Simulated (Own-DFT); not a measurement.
## Calculated data, AlGa3N4 (wurtzite random alloy, strained, atoms displaced)

A calculation, not a measurement: plane-wave PBE density functional theory by an unreviewed code, no spin, of a simulated periodic cell, stress positive in tension, free energy of the whole cell less one offset for each atom, forces on such cells passed a denser k mesh, this cell's mesh not checked; offsets are fitted by least squares, one for each functional and potential file, so energies compare only between cells with the same atoms and settings and are not formation energies; the far tail of each file's local potential was reset to the Coulomb form; each entry is a single point on an unrelaxed cell, so the pressure reflects the starting lattice, mostly measured values, from which strain is counted, and rises with the displacements; printed positions are rounded, which can move forces by about a meV/angstrom; the program is a retired in-house code; no spin-orbit coupling. Program: Own-DFT development build.

Settings shared by all entries: functional PBE; potential files PseudoDojo norm-conserving, scalar-relativistic, standard set with the stringent files for Ga; wave cutoff 96 hartree; occupations Gaussian; smearing width 0.01 eV; k mesh 4 x 4 x 3 centred on Gamma.

(1) AlGa3N4 (wurtzite random alloy, strained, atoms displaced)

```
AlGa3N4
1.0
      9.6043     0.0000     0.0000
     -4.8022     8.3176     0.0000
      0.0000     0.0000    10.2685
Ga N Ga N Al Ga N Ga N Al N Al Ga N Ga N Ga N Ga N Ga N Ga N Ga Al N Al Ga N Ga N Ga Al N Al Ga N Ga N Al Ga N
2 2 2 2 1 1 2 2 2 2 2 1 1 2 2 2 2 2 2 2 2 2 2 2 1 1 2 1 1 2 2 2 1 1 2 1 1 2 2 2 1 1 2
Direct
  0.09885 0.21362 0.00510
  0.22801 0.11049 0.25176
  0.10923 0.21869 0.18637
  0.22201 0.11150 0.43480
  0.10719 0.22659 0.50828
  0.22075 0.11091 0.74669
  0.11096 0.23013 0.67244
  0.22575 0.10957 0.93655
  0.11765 0.55124 0.00604
  0.22459 0.43834 0.25603
  0.11365 0.56150 0.19188
  0.22140 0.44979 0.43651
  0.09902 0.54232 0.50569
  0.22885 0.44341 0.75292
  0.10786 0.54957 0.69273
  0.22471 0.44512 0.94034
  0.11417 0.88756 0.99597
  0.20788 0.77216 0.25692
  0.11849 0.88849 0.19116
  0.23537 0.78796 0.43592
  0.10387 0.89213 0.50763
  0.22335 0.77658 0.75153
  0.11124 0.88368 0.69604
  0.22663 0.77925 0.94123
  0.45060 0.22220 0.00121
  0.55824 0.11030 0.24657
  0.44587 0.22807 0.19358
  0.55925 0.11513 0.43517
  0.44961 0.21614 0.49794
  0.56264 0.10843 0.75570
  0.44570 0.23179 0.68924
  0.55488 0.11086 0.94117
  0.45519 0.55978 0.99264
  0.57004 0.44686 0.24850
  0.44640 0.55681 0.18947
  0.55617 0.44492 0.44121
  0.44163 0.55770 0.49064
  0.55810 0.44639 0.75032
  0.44502 0.54929 0.68846
  0.55090 0.44110 0.94231
  0.45011 0.88905 0.99727
  0.55640 0.77783 0.25842
  0.44962 0.88833 0.18406
  0.55235 0.77980 0.43585
  0.44699 0.89170 0.49250
  0.54904 0.77435 0.75414
  0.45484 0.89867 0.68707
  0.55255 0.78096 0.93695
  0.77565 0.22179 0.99338
  0.88675 0.11638 0.24571
  0.78612 0.23258 0.18368
  0.88892 0.12356 0.43576
  0.78453 0.21753 0.49987
  0.89648 0.10963 0.74356
  0.78051 0.21935 0.68753
  0.90170 0.11075 0.94133
  0.78587 0.55645 0.99782
  0.88035 0.44363 0.25615
  0.78033 0.54825 0.19630
  0.90349 0.44444 0.44024
  0.78361 0.55357 0.50616
  0.88973 0.44137 0.74469
  0.77809 0.56335 0.68508
  0.89004 0.44052 0.94331
  0.77339 0.88162 0.99815
  0.90243 0.78579 0.24941
  0.77081 0.87977 0.19040
  0.88617 0.77542 0.43887
  0.78696 0.88975 0.50274
  0.88062 0.78079 0.75308
  0.77702 0.89151 0.68706
  0.88237 0.76297 0.93938
```

```
free energy of cell above offsets : -9.108 eV
pressure                          : 3.44 GPa
stress xx                         : -2.13 GPa
stress yy                         : -1.05 GPa
stress zz                         : -7.15 GPa
stress yz                         : -0.78 GPa
stress xz                         : 0.11 GPa
stress xy                         : -0.09 GPa
```

Force:
```csv
element,x (eV/Å),y (eV/Å),z (eV/Å)
Ga,3.471,1.976,-0.263
Ga,-0.734,0.295,-0.55
N,0.267,-0.117,1.303
N,-0.523,-0.727,2.003
Ga,1.12,0.108,-6.53
Ga,0.578,0.486,0.244
N,0.708,-0.804,6.452
N,-0.683,-0.699,0.58
Al,-0.735,0.64,-0.114
Ga,-0.474,0.822,-1.858
N,-0.717,-0.871,-0.062
N,0.23,-0.765,1.268
Ga,2.914,3.03,0.024
Ga,-0.66,0.138,-0.035
N,0.713,0.716,-0.109
N,-0.27,-0.214,0.259
Al,0.179,0.077,0.288
Al,2.452,0.215,-0.872
N,-0.348,0.139,-1.592
N,-2.866,-1.008,0.889
Al,1.665,-0.107,-1.032
Ga,0.653,-0.074,-0.027
N,-1.23,0.579,-1.384
N,-0.706,-0.925,0.226
Ga,-1.403,-0.02,0.366
Ga,-0.082,-0.13,-0.448
N,0.867,-0.752,-0.862
N,1.171,-0.15,0.152
Ga,-1.509,1.161,0.372
Ga,-1.335,0.94,-1.011
N,0.927,-1.635,-0.044
N,1.53,0.436,0.064
Ga,-1.571,-0.57,1.915
Ga,-2.608,0.061,0.835
N,0.528,-0.281,-0.15
N,1.32,0.345,0.11
Ga,0.796,-0.373,0.956
Ga,0.137,-0.174,-0.004
N,-0.678,2.134,0.039
N,1.744,0.402,-0.647
Ga,-1.386,0.052,1.152
Ga,-0.537,-0.518,-2.396
N,-1.137,-0.048,1.07
N,1.979,0.604,2.291
Ga,0.124,0.439,0.95
Al,0.17,0.179,-1.57
N,0.071,-1.925,0.303
N,1.502,-0.422,-1.267
Al,0.833,0.131,0.883
Ga,0.516,-0.743,-0.003
N,-0.749,-0.174,-0.358
N,2.584,-3.13,-0.125
Ga,-2.806,0.979,0.304
Ga,-0.601,0.585,1.114
N,-0.013,0.159,0.514
N,-3.978,-1.436,-1.676
Ga,-0.527,-2.027,1.135
Al,2.632,-0.072,-0.776
N,0.703,1.851,-1.119
N,-4.439,-0.815,-0.809
Al,-0.971,-0.107,-1.606
Ga,-0.712,0.347,1.293
N,0.869,-0.732,0.469
N,0.884,-0.163,-0.742
Ga,0.333,0.436,0.733
Ga,-1.332,-0.884,-0.066
N,1.05,1.143,-0.283
N,0.612,0.261,1.305
Al,-1.629,0.052,-1.225
Ga,1.369,-0.495,-0.316
N,-0.694,-0.697,-0.157
N,0.439,2.866,0.222
```

(2) AlGa3N4 (wurtzite random alloy, strained, atoms displaced)

```
AlGa3N4
1.0
      9.6043     0.0000     0.0000
     -4.8022     8.3176     0.0000
      0.0000     0.0000    10.2685
Ga N Ga N Al Ga N Al Ga N Ga N Ga N Ga Al N Ga N Ga N Al Ga N Al Ga N Ga Al N Ga N Ga N Ga N Ga N Al Ga N Al N
2 2 2 2 1 1 2 1 1 2 2 2 2 2 1 1 2 2 2 2 2 1 1 2 1 1 2 1 1 2 2 2 2 2 2 2 2 2 1 1 2 2 2
Direct
  0.11326 0.22356 0.99706
  0.22283 0.10627 0.24721
  0.11163 0.22837 0.18015
  0.22004 0.11157 0.43922
  0.11348 0.22966 0.50432
  0.21553 0.11004 0.73737
  0.10658 0.22612 0.69309
  0.22313 0.10823 0.94249
  0.11519 0.55308 0.00049
  0.22716 0.45877 0.25457
  0.11297 0.54956 0.18931
  0.23728 0.45274 0.43621
  0.10646 0.54512 0.49824
  0.21579 0.44134 0.74017
  0.11540 0.56633 0.68345
  0.22961 0.44997 0.94268
  0.11138 0.89385 0.00260
  0.22618 0.77614 0.24974
  0.10126 0.88152 0.18626
  0.22357 0.77794 0.43279
  0.10861 0.88919 0.49915
  0.22327 0.78481 0.74385
  0.10297 0.89212 0.69238
  0.21928 0.78401 0.94152
  0.44204 0.22610 0.99448
  0.55903 0.11129 0.25508
  0.44167 0.22915 0.18967
  0.56040 0.11638 0.43066
  0.45255 0.22159 0.50479
  0.55818 0.11613 0.74779
  0.44661 0.22210 0.68468
  0.55187 0.11548 0.93845
  0.44352 0.55891 0.00435
  0.54414 0.44452 0.24569
  0.44633 0.54371 0.18494
  0.54559 0.44520 0.43606
  0.44230 0.56342 0.50459
  0.55230 0.43879 0.74398
  0.44309 0.55541 0.68866
  0.54871 0.45126 0.94875
  0.45296 0.90331 0.00750
  0.54976 0.77575 0.24858
  0.44172 0.89061 0.18681
  0.55433 0.77574 0.44326
  0.44322 0.88649 0.50303
  0.55882 0.77491 0.74936
  0.44378 0.88701 0.69697
  0.54039 0.77217 0.94479
  0.78829 0.22767 0.00227
  0.89127 0.10581 0.24678
  0.77470 0.22338 0.18052
  0.89008 0.11174 0.44159
  0.76900 0.21646 0.50605
  0.89362 0.11323 0.75388
  0.77626 0.23189 0.69262
  0.89359 0.11234 0.93538
  0.76446 0.55047 0.00423
  0.88588 0.45021 0.25383
  0.77381 0.55856 0.19029
  0.88631 0.44011 0.43753
  0.78438 0.56269 0.50387
  0.88889 0.44349 0.74715
  0.78531 0.56117 0.69033
  0.88834 0.44762 0.93592
  0.77937 0.88370 0.99678
  0.89133 0.78811 0.24691
  0.77630 0.88910 0.18341
  0.88964 0.77566 0.42985
  0.78043 0.88378 0.50286
  0.88103 0.76580 0.75710
  0.78063 0.89733 0.68642
  0.87940 0.77011 0.93605
```

```
free energy of cell above offsets : -10.019 eV
pressure                          : 2.9 GPa
stress xx                         : -0.68 GPa
stress yy                         : -1.15 GPa
stress zz                         : -6.87 GPa
stress yz                         : -0.09 GPa
stress xz                         : -0.13 GPa
stress xy                         : 0.16 GPa
```

Force:
```csv
element,x (eV/Å),y (eV/Å),z (eV/Å)
Ga,0.443,0.473,-0.197
Ga,-0.84,0.842,-0.028
N,0.325,-0.442,1.989
N,0.347,0.1,0.548
Ga,0.264,-0.657,-1.468
Ga,0.742,0.369,1.986
N,0.728,-0.251,-0.951
N,-0.892,0.716,-1.724
Al,-0.85,0.947,-0.507
Ga,1.345,-2.257,-1.273
N,-1.51,1.209,-0.828
N,-1.956,-0.135,1.856
Al,-0.077,1.269,-0.571
Ga,0.346,1.959,2.185
N,-0.051,-1.308,-0.75
N,-1.711,-0.565,-1.285
Ga,0.025,-1.167,-0.973
Ga,-1.277,-0.161,-0.965
N,1.428,0.852,0.693
N,-0.192,-0.912,1.796
Ga,0.221,-0.005,-0.285
Ga,-0.348,-0.06,1.872
N,-0.191,-1.294,-0.674
N,1.436,-0.904,0.178
Ga,0.277,-0.029,1.144
Al,-0.686,0.809,-2.496
N,1.662,-1.99,-0.123
N,-0.23,-1.164,1.483
Ga,-1.444,0.802,-2.585
Ga,-0.062,-1.014,1.353
N,-0.668,-0.345,1.147
N,1.102,-0.3,0.152
Ga,-0.625,0.02,-0.774
Ga,3.144,-0.953,1.854
N,-3.54,3.082,0.71
N,0.63,0.633,1.525
Al,1.694,-0.828,-0.606
Ga,-0.1,1.18,1.219
N,0.209,0.624,-0.319
N,1.026,-1.177,-2.457
Al,-0.922,-1.216,-2.044
Ga,0.814,-0.251,-0.066
N,0.702,1,0.78
N,0.815,0.453,-0.108
Ga,-0.125,0.306,-0.134
Al,-0.887,0.382,0.917
N,1.091,0.401,-1.146
N,1.504,2.463,-1.124
Ga,-1.029,-0.107,-1.54
Ga,-0.533,1.474,0.146
N,-0.154,-0.489,2.7
N,-0.109,-0.866,0.147
Ga,1.249,0.509,-0.947
Ga,-1.453,-0.266,-0.648
N,1.023,-1.535,-0.594
N,-0.401,-1.3,1.07
Ga,1.494,0.225,-0.223
Ga,0.143,-0.644,-1.297
N,0.187,0.058,0.36
N,0.672,0.503,1.348
Ga,-0.908,-1.076,-1.429
Ga,0.345,1.414,0.957
N,-0.989,-0.404,0.039
N,0.889,0.338,0.692
Al,-1.256,0.322,-0.208
Ga,-0.4,-1.732,-0.388
N,-0.589,-0.213,-0.392
N,-0.889,0.796,1.952
Al,-0.388,0.753,-0.822
Al,0.021,1.923,-0.716
N,0.209,-2.062,0.469
N,-0.269,0.875,0.4
```

(3) AlGa3N4 (wurtzite random alloy, strained, atoms displaced)

```
AlGa3N4
1.0
      9.6043     0.0000     0.0000
     -4.8022     8.3176     0.0000
      0.0000     0.0000    10.2685
Ga N Al Ga N Al Ga N Ga N Ga Al N Ga N Ga N Ga N Ga N Ga N Ga Al N Ga N Ga N Al Ga N Ga N Al Ga N Al N Al Ga N
2 2 1 1 2 1 1 2 2 2 1 1 2 2 2 2 2 2 2 2 2 2 2 1 1 2 2 2 2 2 1 1 2 2 2 1 1 2 2 2 1 1 2
Direct
  0.11188 0.23218 0.00036
  0.21922 0.11965 0.25369
  0.10873 0.21638 0.19049
  0.21916 0.10756 0.44210
  0.11228 0.22210 0.49933
  0.22564 0.11655 0.74341
  0.11207 0.22092 0.68827
  0.22298 0.10729 0.94148
  0.10960 0.55931 0.00792
  0.22408 0.44871 0.25762
  0.11647 0.55140 0.19036
  0.21325 0.43630 0.44124
  0.10748 0.55351 0.49519
  0.22563 0.44133 0.74785
  0.11000 0.56322 0.70016
  0.22033 0.44637 0.93154
  0.11448 0.88873 0.00043
  0.22143 0.78244 0.25719
  0.11958 0.89588 0.18836
  0.21320 0.76500 0.44815
  0.10687 0.89056 0.49964
  0.22264 0.79311 0.75402
  0.10883 0.87917 0.69436
  0.22542 0.79531 0.92659
  0.43824 0.21938 0.01163
  0.55994 0.11239 0.24921
  0.44969 0.22930 0.19306
  0.54742 0.10642 0.43329
  0.43970 0.21519 0.49402
  0.55989 0.10959 0.73834
  0.44518 0.23127 0.69313
  0.55270 0.10424 0.94131
  0.45393 0.56275 0.99794
  0.55699 0.45847 0.24893
  0.43974 0.55033 0.18458
  0.56210 0.45121 0.44446
  0.44012 0.55891 0.50203
  0.55598 0.44054 0.75280
  0.45096 0.55217 0.69709
  0.54810 0.44473 0.93850
  0.44746 0.89396 0.99607
  0.54480 0.77138 0.25122
  0.43097 0.87543 0.18801
  0.54640 0.77641 0.43396
  0.44401 0.88767 0.50949
  0.55573 0.78763 0.74768
  0.44210 0.89541 0.69801
  0.55439 0.78334 0.93783
  0.76737 0.21057 0.99948
  0.88050 0.11111 0.25055
  0.77124 0.22072 0.18938
  0.88690 0.10771 0.43797
  0.76781 0.21168 0.49602
  0.88716 0.10183 0.75593
  0.77220 0.22290 0.69063
  0.89181 0.10253 0.93917
  0.77306 0.55595 0.99460
  0.88950 0.44787 0.24891
  0.78432 0.55518 0.19532
  0.89870 0.45472 0.45027
  0.77377 0.55705 0.49990
  0.89459 0.45356 0.75213
  0.77299 0.55848 0.69191
  0.87774 0.44509 0.94652
  0.77397 0.88866 0.00452
  0.89492 0.77402 0.23998
  0.78151 0.89532 0.19917
  0.89210 0.77457 0.43130
  0.77331 0.88268 0.49478
  0.89518 0.77435 0.75539
  0.77722 0.88193 0.68807
  0.88508 0.78056 0.94025
```

```
free energy of cell above offsets : -9.248 eV
pressure                          : 3.11 GPa
stress xx                         : -2.73 GPa
stress yy                         : -1.76 GPa
stress zz                         : -4.84 GPa
stress yz                         : 0.58 GPa
stress xz                         : -0.18 GPa
stress xy                         : 0.2 GPa
```

Force:
```csv
element,x (eV/Å),y (eV/Å),z (eV/Å)
Ga,1.103,-0.915,-0.108
Ga,1.478,-0.939,-0.527
N,-1.443,1.53,0.022
N,-0.773,0.904,0.112
Al,-0.806,-0.699,0.412
Ga,0.088,-0.964,1.585
N,-0.717,-0.24,-1.105
N,-0.864,1.035,-0.498
Al,0.224,-0.074,-2.084
Ga,0.296,-1.318,-1.165
N,-1.412,1.571,-0.115
N,0.93,0.076,0.657
Ga,0.926,-0.341,2.681
Ga,-1.027,0.939,-0.207
N,1.561,-0.195,-1.383
N,-0.596,0.96,2.123
Ga,-0.993,0.699,0.022
Al,0.182,-0.513,-0.234
N,-0.273,-1.334,1.07
N,0.499,2.911,-1.768
Ga,0.367,-1.362,0.568
Ga,1.809,-2.517,-1.608
N,-2.034,2.751,-1.977
N,1.099,-2.445,4.26
Ga,0.376,0.093,-1.909
Ga,-1.561,-1.128,-0.697
N,-0.338,-0.122,1.226
N,1.299,0.085,1.472
Ga,-0.073,1.668,0.995
Ga,-1.664,1.68,2.304
N,0.999,-2.04,-1.607
N,-0.665,1.629,-0.796
Ga,-1.746,-0.45,-0.704
Ga,1.517,-1.28,0.861
N,-0.369,1.751,0.907
N,-0.804,-0.583,-0.739
Ga,0.729,-0.793,0.78
Ga,0.186,0.956,0.025
N,-1.645,1.335,-1.321
N,1.101,-0.568,0.856
Ga,-1.006,-1.301,0.758
Al,0.417,0.718,-0.892
N,0.728,0.643,0.682
N,1.134,0.337,0.621
Ga,-0.973,-0.454,-1.108
Ga,1.037,-1.527,0.471
N,0.521,-1.069,-1.574
N,1.331,0.176,0.538
Ga,0.632,1.173,-0.443
Ga,1.086,0.534,0.074
N,0.976,0.628,0.027
N,-0.325,0.087,1.35
Al,0.829,1.546,0.763
Ga,-0.279,0.701,-1.459
N,1.797,0.24,-1.328
N,-1.12,0.142,1.15
Ga,-0.503,0.033,0.891
Ga,0.926,-0.701,1.01
N,-1.514,1.17,-1.201
N,-3.061,-2.888,-1.472
Al,1.292,0.435,0.541
Ga,-0.67,-0.878,0.076
N,0.936,-0.3,-1.024
N,2.366,-0.328,-0.168
Al,0.392,-0.027,0.065
Al,-0.557,1.169,1.124
N,-0.492,-2.744,-1.65
N,-1.533,-0.105,0.26
Al,0.621,0.169,-0.04
Ga,-1.406,0.021,-0.542
N,-0.234,0.47,-1.202
N,-0.314,0.175,1.313
```

(4) AlGa3N4 (wurtzite random alloy, strained, atoms displaced)

```
AlGa3N4
1.0
      9.6043     0.0000     0.0000
     -4.8022     8.3176     0.0000
      0.0000     0.0000    10.2685
Ga N Ga N Ga N Ga N Al Ga N Ga N Ga N Ga N Al N Ga Al N Ga Al N Ga N Ga N Ga Al N Ga Al N Ga Al N Ga N Al Ga N
2 2 2 2 2 2 2 2 1 1 2 2 2 2 2 2 2 2 2 1 1 2 1 1 2 2 2 2 2 1 1 2 1 1 2 1 1 2 2 2 1 1 2
Direct
  0.10754 0.21488 0.00154
  0.22065 0.11037 0.25400
  0.10474 0.22891 0.17822
  0.22912 0.12102 0.43785
  0.10267 0.21232 0.50037
  0.23780 0.11478 0.76008
  0.11922 0.22514 0.68428
  0.22383 0.10966 0.93439
  0.09752 0.54630 0.99928
  0.22231 0.45100 0.24745
  0.11053 0.55029 0.19290
  0.21404 0.43684 0.43672
  0.10610 0.56108 0.49366
  0.22151 0.44312 0.74879
  0.11333 0.55686 0.68275
  0.21916 0.44212 0.93771
  0.10255 0.88629 0.99586
  0.22134 0.77271 0.24811
  0.11361 0.89818 0.19084
  0.22611 0.77864 0.43358
  0.12044 0.89401 0.50507
  0.22679 0.79335 0.74663
  0.10437 0.89023 0.68559
  0.21619 0.76215 0.94043
  0.44730 0.22353 0.00222
  0.55603 0.10685 0.24464
  0.45020 0.21557 0.19447
  0.55354 0.10319 0.44017
  0.44827 0.22381 0.49816
  0.55578 0.10937 0.76447
  0.43867 0.22478 0.68276
  0.55828 0.10853 0.94784
  0.44147 0.55508 0.99954
  0.55541 0.44018 0.25070
  0.44995 0.55093 0.19315
  0.55340 0.44199 0.44413
  0.45331 0.55855 0.49636
  0.56312 0.44876 0.75500
  0.44831 0.55683 0.69116
  0.55551 0.45068 0.93477
  0.43740 0.88798 0.99997
  0.54983 0.76989 0.25929
  0.43738 0.87708 0.18303
  0.54581 0.77677 0.44534
  0.44691 0.89828 0.49883
  0.55147 0.77200 0.74619
  0.44547 0.89208 0.68888
  0.55316 0.78161 0.94643
  0.77962 0.21837 0.99777
  0.89237 0.11264 0.24900
  0.77548 0.22492 0.18481
  0.89161 0.11543 0.43679
  0.77857 0.22274 0.50565
  0.89656 0.11618 0.74654
  0.77856 0.21453 0.69471
  0.89273 0.12014 0.94245
  0.78675 0.55242 0.00828
  0.89806 0.44681 0.25341
  0.76999 0.55327 0.18902
  0.88345 0.43366 0.44142
  0.77447 0.55268 0.50190
  0.88990 0.43975 0.74656
  0.77321 0.55154 0.68955
  0.89010 0.44982 0.93390
  0.77702 0.88171 0.00296
  0.88997 0.77995 0.26028
  0.77822 0.88407 0.19158
  0.87990 0.78206 0.44580
  0.77758 0.88475 0.49133
  0.89416 0.78410 0.74772
  0.78151 0.89609 0.68910
  0.88396 0.76652 0.94314
```

```
free energy of cell above offsets : -10.125 eV
pressure                          : 2.74 GPa
stress xx                         : -1.44 GPa
stress yy                         : -0.52 GPa
stress zz                         : -6.26 GPa
stress yz                         : 0.15 GPa
stress xz                         : 0.61 GPa
stress xy                         : -0.03 GPa
```

Force:
```csv
element,x (eV/Å),y (eV/Å),z (eV/Å)
Ga,0.192,1.144,-1.593
Ga,-0.102,1.108,-0.848
N,1.551,-0.388,2.453
N,-0.115,-1.386,0.407
Ga,0.82,1.651,-0.123
Ga,-2.052,0.119,-2.994
N,-0.862,-1.094,1.516
N,0.108,-1.199,2.75
Ga,1.946,0.167,0.077
Ga,1.638,-1.376,0.746
N,-1.943,0.646,-0.708
N,0.414,0.937,0.151
Ga,1.641,-1.076,0.814
Ga,0.143,0.506,-0.445
N,-1.162,0.115,0.806
N,0.68,0.245,0.758
Al,1.134,-0.25,0.872
Ga,-0.586,0.962,-0.637
N,0.028,-1.691,-1.214
N,-0.954,0.442,0.764
Ga,-0.708,0.208,-1.76
Ga,0.4,-2.374,0.55
N,1.401,0.851,1.039
N,-1.636,2.428,-0.342
Ga,-0.17,0.562,0.298
Ga,0.744,-0.813,0.709
N,-1.821,1.577,-0.522
N,0.099,2.309,-0.865
Ga,-0.014,-0.437,-0.005
Ga,-0.06,0.308,-2.115
N,2.206,0.835,1.734
N,-0.976,0.418,-0.311
Al,-0.01,0.306,0.075
Al,-0.042,-0.287,0.27
N,-0.338,0.497,-0.558
N,0.817,0.307,-1.998
Ga,-2.074,-1.153,1.038
Al,-1.06,-0.355,-1.166
N,0.635,-0.912,-0.22
N,0.146,-0.56,1.105
Ga,0.476,-1.024,-0.206
Al,0.178,0.457,-1.541
N,1.105,0.332,1.896
N,1.888,0.794,-1.26
Ga,-0.022,-1.79,0.903
Ga,0.336,1.112,0.953
N,-0.135,0.304,0.33
N,0.56,-1.207,-0.868
Ga,-0.319,1.035,0.501
Ga,-0.838,-0.117,-0.493
N,0.782,0.706,1.014
N,-0.766,-1.942,0.293
Ga,-0.065,-1.259,-0.211
Al,0.435,-0.585,0.691
N,-0.217,1.194,0.336
N,0.758,-2.017,-1.935
Ga,-1.79,-0.16,-1.105
Al,-1.637,-1.11,-0.249
N,1.607,-0.312,2.064
N,-0.713,1.664,-1.274
Ga,0.187,0.092,0.034
Al,-0.089,0.847,-0.209
N,1.065,-0.139,0.592
N,-0.277,-1.752,-0.751
Ga,-0.743,0.554,-0.326
Ga,0.223,-0.281,-1.342
N,-1.285,0.096,0.959
N,2.328,-1.012,-0.175
Al,-2.234,1.736,1.829
Ga,-1.489,-1.289,0.475
N,0.019,0.043,-0.786
N,0.615,1.732,-0.652
```
